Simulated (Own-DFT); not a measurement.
SiC (4H silicon carbide, atoms displaced), SiC (twinned 3C silicon carbide, atoms displaced), GaP (zincblende, strained, atoms displaced), GaN (wurtzite, strained, atoms displaced) (calculated)

A calculation, not a measurement: plane-wave PBE density functional theory by an unreviewed code, no spin, of a simulated periodic cell, stress positive in tension, free energy of the whole cell less one offset for each atom, forces on such cells passed a denser k mesh, this cell's mesh not checked; offsets are fitted by least squares, one for each functional and potential file, so energies compare only between cells with the same atoms and settings and are not formation energies; the far tail of each file's local potential was reset to the Coulomb form; each entry is a single point on an unrelaxed cell, so the pressure reflects the starting lattice, mostly measured values (interpolated for alloys), from which strain is counted, and rises with the displacements; printed positions are rounded, which can move forces by about a meV/angstrom; the program, named Own-DFT, is a retired in-house code; no spin-orbit coupling. Program: Own-DFT development build.

Settings shared by all entries: functional PBE.

(1) SiC (4H silicon carbide, atoms displaced)

```xyz
32
Lattice="6.1654 0.0000 0.0000 -3.0827 5.3394 0.0000 0.0000 0.0000 10.0681" Properties=species:S:1:pos:R:3 SiC
Si    -0.0029     0.1916     4.0141
Si     0.0366     1.6614     1.6386
C      3.0459     5.1962     1.1169
C      0.1165     1.5144     3.2650
Si     4.5978     2.6724     4.1445
Si    -1.6485     4.4105     1.5494
C     -1.4678     2.6171     0.7749
C     -1.6296     4.2575     3.4558
Si    -0.1261     5.3138     4.3494
Si     3.1839     1.7927     1.7113
C      0.0476     5.3350     0.8918
C      3.1808     1.8566     3.5578
Si     1.5462     2.8622     4.1066
Si     1.5490     4.3746     1.6239
C      1.5860     2.6477     0.9092
C      1.6087     4.4185     3.4709
Si     0.0131     0.0156     9.1897
Si     3.1904     3.6813     6.5776
C      0.2221     0.0585     6.2259
C      3.0706     3.5187     8.4385
Si     4.6100     2.5449     9.0945
Si     4.5912     0.9886     6.7663
C      4.5041     2.5290     6.0715
C      4.3652     1.0409     8.4950
Si     2.9664     0.1645     9.1652
Si    -0.1258     3.5204     6.4285
C      3.1602     0.1449     5.9428
C      0.0081     3.7934     8.3676
Si     1.6157     2.6210     9.0829
Si     1.6066     0.8808     6.4398
C      1.4268     2.7235     6.0614
C      1.8346     1.1594     8.4595
```

* potential files: PseudoDojo norm-conserving, scalar-relativistic, standard set
* wave cutoff: 42 hartree
* occupations: Fermi-Dirac
* smearing width: 0.1 eV
* hardware: one NVIDIA H100
* k mesh: 5 x 5 x 3 centred on Gamma
* free energy of cell above offsets: 10.680 eV
* pressure: 16.72 GPa
* stress xx: -8.23 GPa
* stress yy: -24.21 GPa
* stress zz: -17.71 GPa
* stress yz: 3.31 GPa
* stress xz: -0.88 GPa
* stress xy: -1.86 GPa
* wall time: 130.5 s

Force:
```
element  x (eV/Å)  y (eV/Å)  z (eV/Å)
     Si    -0.417    -12.45     6.023
     Si      0.06      2.12    -7.302
      C    -0.506     2.705    -3.702
      C     0.535     12.68     3.045
     Si       1.2    -2.398     0.812
     Si     4.995     -1.92    -0.114
      C    -0.235     0.077     5.128
      C     1.485     4.475     0.926
     Si     1.417     0.196    -10.27
     Si    -0.845    -0.727    -3.034
      C    -1.151     0.108     3.143
      C    -3.268    -2.462    -0.298
     Si     0.878     -5.54      1.39
     Si    -2.413    -0.305    -1.197
      C    -0.193    -1.106     1.459
      C    -1.827     4.291     0.432
     Si    -0.294    -0.529     -0.85
     Si    -3.214    -2.517     2.066
      C    -7.094    -0.818    -4.023
      C     1.415     2.496      0.99
     Si     1.421     7.948    -0.304
     Si     1.522    -4.295    -0.684
      C     1.847     4.525    -3.888
      C     4.166    -5.484    -0.223
     Si     2.767    -4.929     0.862
     Si     1.092     1.845     4.603
      C     0.184    -2.318     4.929
      C    -0.833    -3.228     0.788
     Si    -2.789     8.295     2.226
     Si     3.667     5.402     4.608
      C     2.418    -0.043    -3.315
      C    -5.986    -6.087     -4.23
```

(2) SiC (twinned 3C silicon carbide, atoms displaced)

```xyz
48
Lattice="4.3596 -4.3596 0.0000 0.0000 4.3596 -4.3596 8.7192 8.7192 8.7192" Properties=species:S:1:pos:R:3 SiC
Si     3.8246     8.1138    -0.5488
C      4.9193     0.5629    -3.7558
Si     1.6134     1.6079    -0.5405
C      2.7120     2.7930     0.5287
Si     3.8564     1.6149     1.6861
C      4.8860     2.7324     2.7137
Si     8.1585     1.6276     1.6511
C      4.8742    -1.6791    -1.6158
Si     1.5563     3.8034    -2.6821
C      2.7252     4.8913    -1.6205
Si     3.8492     3.8159    -0.4962
C      4.8544     4.8985     0.5593
Si     5.9951     1.6378     3.8112
C      2.7218    -1.5866     0.5587
Si     3.8405    -0.5492    -0.5882
C      4.9594     0.5365     0.5592
Si     6.0387    -0.5211     1.6222
C      7.1026     0.5279     2.7200
Si     6.0291     3.7723     1.5918
C      2.6972     0.5233    -1.6085
Si     3.8469     1.6304    -2.7533
C      4.9606     2.6742    -1.6427
Si     6.0557     1.6378    -0.5299
C      7.0957     2.6955     0.5484
Si    12.4817     8.1442     3.8455
C      4.9468     4.9154     4.9061
Si     8.9357     4.5703     2.3422
C      9.9779     5.6298     3.4417
Si     9.6127     7.4811     3.0954
C     10.6855     8.4924     4.1613
Si    12.5347     5.9674     6.0301
C      9.2274     2.7197     2.6928
Si     8.8724     2.3337     4.5128
C      9.9973     3.4240     5.6573
Si     9.6189     5.2231     5.2614
C     10.7109     6.3404     6.3516
Si    10.3686     6.0373     8.1585
C      7.1243     2.7115     4.8723
Si     6.7339     6.6907     2.3471
C      7.8194     7.7900     3.4578
Si     7.4682     9.6327     3.0950
C      8.5361    10.6925     4.1987
Si    10.3536     8.1842     6.0064
C      7.0941     4.9327     2.6897
Si     6.7123     4.5540     4.5445
C      7.7753     5.6434     5.6685
Si     7.4474     7.4274     5.3074
C      8.5215     8.5422     6.3571
```

* potential files: PseudoDojo norm-conserving, scalar-relativistic, standard set
* wave cutoff: 42 hartree
* occupations: Fermi-Dirac
* smearing width: 0.1 eV
* hardware: one NVIDIA H100
* k mesh: 5 x 5 x 2 centred on Gamma
* free energy of cell above offsets: -7.401 eV
* pressure: 3.66 GPa
* stress xx: -3.89 GPa
* stress yy: -3.7 GPa
* stress zz: -3.38 GPa
* stress yz: -1.22 GPa
* stress xz: -0.34 GPa
* stress xy: 0 GPa
* wall time: 159.6 s

Force:
```
element  x (eV/Å)  y (eV/Å)  z (eV/Å)
     Si     0.063     1.522     0.322
      C    -0.777     -0.96    -1.364
     Si     0.886     0.671     0.672
      C     0.671    -2.141     0.282
     Si    -1.353    -0.198    -1.728
      C     1.295    -0.355     0.227
     Si     0.351    -0.242    -0.051
      C     0.395     0.232    -0.111
     Si     1.992      0.04    -0.191
      C     0.436    -0.289      0.01
     Si    -0.563    -0.805    -1.915
      C     1.782     0.384     0.068
     Si    -0.126    -0.473     0.087
      C     0.099    -0.571    -0.006
     Si    -0.558     0.479     1.717
      C    -0.827     0.472    -0.434
     Si     -0.86    -0.924     0.485
      C     -0.24     0.188     0.816
     Si    -0.864     1.267     0.846
      C      0.85     0.654    -0.744
     Si     -1.17     0.876     1.276
      C    -0.427     1.199     0.428
     Si    -1.142    -0.748    -0.608
      C     0.404     0.347    -0.036
     Si     0.957     0.322    -0.324
      C    -1.045     -0.64    -0.528
     Si    -0.613    -0.594     0.262
      C     0.526     0.231     0.524
     Si     -0.24    -1.427    -0.269
      C     0.477     1.583     0.908
     Si    -0.648     0.093    -0.872
      C     1.078     0.405     0.409
     Si     1.312     0.473     0.072
      C    -0.485     0.133    -0.767
     Si    -0.143     0.584     0.007
      C    -0.048     0.263    -0.173
     Si    -0.202    -0.835     0.563
      C    -1.204     0.506     0.577
     Si     -0.51     1.049    -0.099
      C    -0.616     0.324     0.185
     Si    -0.844    -0.633     0.453
      C     0.238     0.437     0.122
     Si    -0.412    -0.644    -0.339
      C     0.138    -1.205     0.459
     Si     0.815    -0.246    -0.508
      C     0.994    -0.672    -0.665
     Si    -0.171     0.434    -0.854
      C     0.331    -0.565     0.809
```

(3) GaP (zincblende, strained, atoms displaced)

```xyz
64
Lattice="10.8620 0.0000 0.0000 0.0000 10.8620 0.0000 0.0000 0.0000 10.9361" Properties=species:S:1:pos:R:3 GaP
Ga     0.0703     0.0093    10.9270
Ga    10.8253     2.7264     2.7466
Ga     2.6940     0.0731     2.7520
Ga     2.6231     2.7212     0.0726
P      1.2904     1.3838     1.4662
P      1.3479     4.0928     4.0594
P      4.0622     1.3048     4.0475
P      4.0261     4.1639     1.4028
Ga    10.8425    10.8179     5.4590
Ga     0.0371     2.8094     8.1783
Ga     2.6909    10.8392     8.1676
Ga     2.7030     2.7199     5.4458
P      1.2694     1.3498     6.9640
P      1.3973     4.0333     9.5923
P      4.0287     1.4355     9.5562
P      4.1599     4.0530     6.7364
Ga     0.0149     5.4309    10.9124
Ga     0.0819     8.0767     2.7088
Ga     2.7090     5.4771     2.7098
Ga     2.7339     8.2233    10.8791
P      1.2423     6.7196     1.3588
P      1.2953     9.5359     4.0239
P      4.0288     6.8173     4.1233
P      4.0012     9.5192     1.3739
Ga    10.8183     5.4273     5.5285
Ga     0.0306     8.1199     8.1277
Ga     2.7256     5.4156     8.2293
Ga     2.7789     8.1932     5.3796
P      1.3900     6.8475     6.7940
P      1.4099     9.4542     9.6844
P      3.9799     6.8641     9.5745
P      4.1299     9.4996     6.8729
Ga     5.4521    10.8212     0.0161
Ga     5.4446     2.7051     2.7836
Ga     8.0931     0.0823     2.6973
Ga     8.0818     2.6642     0.0583
P      6.7667     1.3257     1.3737
P      6.7962     4.0644     4.1132
P      9.4617     1.3086     4.1155
P      9.4973     4.1410     1.3361
Ga     5.4787    10.8179     5.4936
Ga     5.3591     2.7003     8.1873
Ga     8.1712     0.0298     8.2332
Ga     8.1724     2.6667     5.4818
P      6.8099     1.2990     6.9189
P      6.7748     4.0637     9.5455
P      9.5359     1.4022     9.5431
P      9.5429     4.0752     6.8246
Ga     5.4338     5.3961    10.8295
Ga     5.3940     8.1449     2.7175
Ga     8.1553     5.4812     2.7360
Ga     8.1391     8.0639    10.8467
P      6.7683     6.8302     1.3956
P      6.7162     9.4863     4.0979
P      9.4340     6.8334     4.0959
P      9.4755     9.5625     1.3321
Ga     5.4178     5.3803     5.4922
Ga     5.4881     8.1522     8.1679
Ga     8.0540     5.4483     8.1591
Ga     8.1328     8.1196     5.4967
P      6.8099     6.7737     6.8595
P      6.8091     9.5731     9.4715
P      9.5072     6.7856     9.5971
P      9.5457     9.4930     6.8857
```

* potential files: PseudoDojo norm-conserving, scalar-relativistic, standard set
* wave cutoff: 42 hartree
* occupations: Fermi-Dirac
* smearing width: 0.1 eV
* hardware: one NVIDIA H100
* k mesh: 3 x 3 x 3 centred on Gamma
* free energy of cell above offsets: -33.610 eV
* pressure: 3.5 GPa
* stress xx: -3.65 GPa
* stress yy: -3.71 GPa
* stress zz: -3.13 GPa
* stress yz: -0.3 GPa
* stress xz: 0.25 GPa
* stress xy: 0.57 GPa
* wall time: 512.5 s

Force:
```
element  x (eV/Å)  y (eV/Å)  z (eV/Å)
     Ga    -0.738      0.17     0.213
     Ga    -0.597     0.422     0.297
     Ga    -0.289    -0.701    -0.414
     Ga     0.831    -0.152     0.346
      P     0.329    -0.152    -0.883
      P    -0.149     0.085     0.601
      P     0.498     0.503     1.284
      P     0.799    -1.006    -0.564
     Ga     0.025     0.341     0.305
     Ga    -0.615    -0.241     0.719
     Ga     0.264    -0.068     0.846
     Ga    -0.311    -0.459     0.032
      P     0.786    -0.203    -1.778
      P    -0.375     0.757    -0.215
      P     -0.19     -0.92     0.704
      P    -1.505    -0.259      1.24
     Ga    -0.388    -0.472    -0.502
     Ga     -1.64     0.856      0.04
     Ga    -0.436     0.163     0.376
     Ga    -0.017    -1.238     1.744
      P     1.826     0.666    -0.397
      P      0.86    -0.211     0.602
      P     0.842    -0.741    -0.496
      P     0.486     0.134      0.13
     Ga     0.496     0.626    -0.996
     Ga     0.082     0.094     1.242
     Ga     0.084     0.076    -0.697
     Ga    -0.762     0.745      0.74
      P     0.318    -0.738    -0.106
      P    -1.206     1.036    -2.149
      P     1.437    -0.692     -0.51
      P    -0.694     0.067    -0.618
     Ga    -0.613     0.249    -0.567
     Ga    -0.455     0.354    -0.563
     Ga     0.453     -1.33     0.521
     Ga     0.774     0.565    -0.562
      P    -0.752     0.582    -0.073
      P     0.367     0.075     0.023
      P      0.36     0.379    -0.128
      P    -0.348    -0.798     0.261
     Ga    -0.403     0.506    -0.015
     Ga     0.702     0.082     0.006
     Ga      0.85     -0.02    -0.177
     Ga    -0.363     0.149      0.29
      P    -0.324      0.79    -0.848
      P     0.086    -0.552    -0.189
      P     0.071     0.121     0.481
      P    -1.015     0.032     0.316
     Ga    -0.505     0.812      0.93
     Ga    -0.281     0.125     0.088
     Ga    -0.309    -0.308    -0.122
     Ga    -0.347     1.361     0.871
      P    -0.152    -0.553    -0.827
      P     0.945     0.027    -0.142
      P     0.994    -0.287     0.272
      P     0.139    -0.712      0.09
     Ga     0.645      1.08     -0.87
     Ga    -0.494     -0.14     0.579
     Ga     1.374    -0.579     0.804
     Ga     0.014     0.741    -0.118
      P    -0.803     0.171    -0.817
      P    -0.214    -0.999     1.125
      P     0.293    -0.534    -1.303
      P    -0.741     0.123    -0.473
```

(4) GaN (wurtzite, strained, atoms displaced)

```xyz
96
Lattice="12.7560 0.0000 0.0000 -4.7835 8.2853 0.0000 0.0000 0.0000 10.6811" Properties=species:S:1:pos:R:3 GaN
Ga    -0.0266     1.7776    10.6293
Ga     1.7106     0.9609     2.6412
N      0.0033     1.8980     1.9091
N      1.5239     0.8593     4.6701
Ga    -0.0549     1.8234     5.2014
Ga     1.6183     0.9570     7.9077
N     -0.0144     1.8790     7.4125
N      1.5630     0.8845     9.9961
Ga    -1.6155     4.5577    10.6467
Ga     0.0077     3.6886     2.6820
N     -1.6822     4.5781     2.0376
N      0.0813     3.6616     4.6589
Ga    -1.5744     4.7617     5.3362
Ga    -0.0656     3.6514     8.0314
N     -1.7024     4.5828     7.3466
N     -0.0252     3.6955    10.0398
Ga    -3.2016     7.3902    10.6806
Ga    -1.6057     6.4194     2.6036
N     -3.1148     7.4018     1.9824
N     -1.5087     6.4026     4.7316
Ga    -3.2227     7.3338     5.2502
Ga    -1.6294     6.4278     7.9864
N     -3.2012     7.3613     7.3017
N     -1.5662     6.4067    10.0640
Ga     3.2414     1.8684     0.0036
Ga     4.8322     0.9031     2.7099
N      3.1811     1.8826     1.9893
N      4.7090     0.9438     4.6939
Ga     3.1356     1.8221     5.2995
Ga     4.7464     0.9759     8.0559
N      3.2120     1.7938     7.4333
N      4.7523     0.9038    10.0584
Ga     1.4927     4.6254    10.6549
Ga     3.2966     3.6689     2.7059
N      1.5985     4.5826     2.0362
N      3.0867     3.7853     4.6931
Ga     1.5564     4.5731     5.3288
Ga     3.1533     3.7979     8.0246
N      1.6693     4.6051     7.4467
N      3.1468     3.6567    10.0125
Ga     0.0511     7.2700    10.6444
Ga     1.5592     6.4576     2.6804
N      0.0446     7.3616     2.0050
N      1.5906     6.3946     4.6553
Ga    -0.0633     7.2903     5.3253
Ga     1.6347     6.3944     8.0810
N     -0.0257     7.2640     7.3982
N      1.6283     6.3856     9.9046
Ga     6.3535     1.8211    10.6524
Ga     7.9559     0.9757     2.7330
N      6.3201     1.8718     2.0291
N      7.9411     1.0652     4.7748
Ga     6.3967     1.8730     5.3982
Ga     7.9903     1.0131     8.0495
N      6.3620     1.8430     7.4848
N      7.9903     0.9195    10.0285
Ga     4.7260     4.6939    10.6394
Ga     6.4178     3.7756     2.6496
N      4.8563     4.6899     2.1078
N      6.3649     3.7030     4.5930
Ga     4.8111     4.6117     5.2919
Ga     6.4228     3.6289     8.0489
N      4.7837     4.6641     7.3218
N      6.4241     3.6999    10.1124
Ga     3.1283     7.3836     0.0101
Ga     4.7764     6.4628     2.5775
N      3.1309     7.3490     2.0715
N      4.7847     6.4933     4.7047
Ga     3.2100     7.4329     5.2608
Ga     4.7051     6.4297     8.0233
N      3.1412     7.3614     7.2806
N      4.7779     6.3584    10.0240
Ga     9.5953     1.8575     0.0458
Ga    11.1543     0.9278     2.6621
N      9.5101     1.8317     1.9509
N     11.1242     0.9112     4.6499
Ga     9.4687     1.8892     5.3422
Ga    11.1929     0.9390     7.9481
N      9.5329     1.8203     7.3084
N     11.1426     0.8807    10.0574
Ga     8.0764     4.5635     0.0068
Ga     9.6022     3.6420     2.7093
N      7.9519     4.5760     1.9736
N      9.5029     3.6600     4.5736
Ga     8.0559     4.5154     5.2698
Ga     9.5585     3.6233     7.9807
N      7.9721     4.5997     7.3985
N      9.5939     3.6715    10.0455
Ga     6.3386     7.3273    10.6634
Ga     7.9637     6.4355     2.6454
N      6.3766     7.2767     1.8914
N      7.9303     6.5064     4.6700
Ga     6.4394     7.3531     5.3967
Ga     7.9691     6.5407     7.9228
N      6.3199     7.4156     7.4635
N      7.9537     6.4491    10.0368
```

* potential files: PseudoDojo norm-conserving, scalar-relativistic, standard set with the stringent files for Ga
* wave cutoff: 96 hartree
* occupations: Gaussian
* smearing width: 0.01 eV
* k mesh: 3 x 4 x 3 centred on Gamma
* free energy of cell above offsets: -4.631 eV
* pressure: 2.06 GPa
* stress xx: -5.92 GPa
* stress yy: -5.35 GPa
* stress zz: 5.09 GPa
* stress yz: 0.3 GPa
* stress xz: 0.48 GPa
* stress xy: -0.52 GPa

Force:
```
element  x (eV/Å)  y (eV/Å)  z (eV/Å)
     Ga     0.521      0.55     0.279
     Ga    -2.069     -0.33    -0.011
      N    -0.062    -0.988     1.353
      N     0.873     0.781    -0.597
     Ga     0.177       0.4     1.332
     Ga    -0.611    -0.717     1.521
      N     0.268    -0.533    -1.703
      N     0.823     0.755      -0.4
     Ga     0.307     0.676     0.931
     Ga     0.008      0.08    -0.583
      N       1.5     0.257    -0.552
      N    -2.236     0.073      0.05
     Ga    -0.104    -4.789     1.058
     Ga     0.731     1.289     0.162
      N     1.397     0.134    -0.666
      N     -0.43    -0.833    -0.764
     Ga     0.115    -0.555    -0.332
     Ga     0.699     0.097     0.232
      N    -1.035    -0.187     0.587
      N    -2.755     2.069    -2.663
     Ga     0.708    -0.002     1.099
     Ga    -0.018     0.085     0.961
      N      0.25     0.449    -0.713
      N    -0.598     0.115    -0.681
     Ga    -1.416    -0.448    -0.053
     Ga     -0.72     0.304      -0.3
      N     1.522     -0.09     0.137
      N     1.112    -0.616     0.103
     Ga    -0.117     0.919     1.003
     Ga     0.543    -1.933     0.346
      N    -0.471     1.838    -1.821
      N      0.73    -0.653    -0.423
     Ga     1.492        -1     1.145
     Ga     -1.11     0.983    -0.174
      N     0.247     0.477    -0.797
      N     2.351    -2.112    -0.416
     Ga     0.373     1.378     1.421
     Ga     2.216    -2.255     0.515
      N    -3.182    -0.051    -1.926
      N     0.278     0.968      0.21
     Ga    -0.642     1.123     0.314
     Ga     0.401    -1.284     0.546
      N    -0.985    -0.045     -0.44
      N    -0.265     1.228     0.249
     Ga     2.804     1.853     1.543
     Ga    -0.586     1.163    -2.724
      N     0.485     1.114    -0.619
      N    -0.057     0.825     2.732
     Ga     0.184     0.525     0.896
     Ga    -0.689    -0.235    -0.629
      N      0.96     0.039     -0.22
      N    -0.377    -2.045    -1.763
     Ga    -2.024      0.47     0.324
     Ga    -0.355     -2.22     0.062
      N    -0.017    -0.238    -1.711
      N    -0.083     0.078    -0.033
     Ga     0.623    -3.407     1.417
     Ga    -0.556    -1.444    -0.152
      N    -1.297    -1.515    -1.596
      N      0.45    -0.293     1.239
     Ga    -0.791     0.586     0.641
     Ga    -0.897     1.995     0.738
      N     0.492    -1.347     0.024
      N     -0.74    -0.253    -0.943
     Ga      0.77    -0.308     0.242
     Ga    -0.076     0.974     1.708
      N      0.59     1.045    -0.875
      N      0.63     0.048    -0.795
     Ga    -0.664    -0.924     1.101
     Ga     0.265     0.721    -0.265
      N     0.315     0.853     0.693
      N    -0.893      3.13    -0.817
     Ga     -0.22    -0.611    -0.726
     Ga     0.311    -0.486    -0.861
      N     0.636    -0.156     1.415
      N    -0.646     0.188      0.08
     Ga     2.363    -0.123      0.47
     Ga    -0.816     0.196     1.402
      N     0.742     0.391    -0.036
      N    -0.496     0.383    -1.036
     Ga    -1.569     1.171     0.015
     Ga    -1.267     0.051    -1.471
      N     1.731      0.65     0.404
      N     2.204     0.158     1.286
     Ga    -2.447     1.798     1.374
     Ga    -0.619     0.612     0.833
      N     0.148     0.096    -1.248
      N     0.057    -0.825    -1.162
     Ga     0.628    -0.061    -0.611
     Ga     0.281     0.169    -0.396
      N     0.138     1.474     1.459
      N     0.967     -1.82     -0.68
     Ga    -2.054     0.443     0.248
     Ga    -0.301    -1.407     1.714
      N     0.344    -0.724    -1.589
      N     0.604    -0.362    -0.642
```
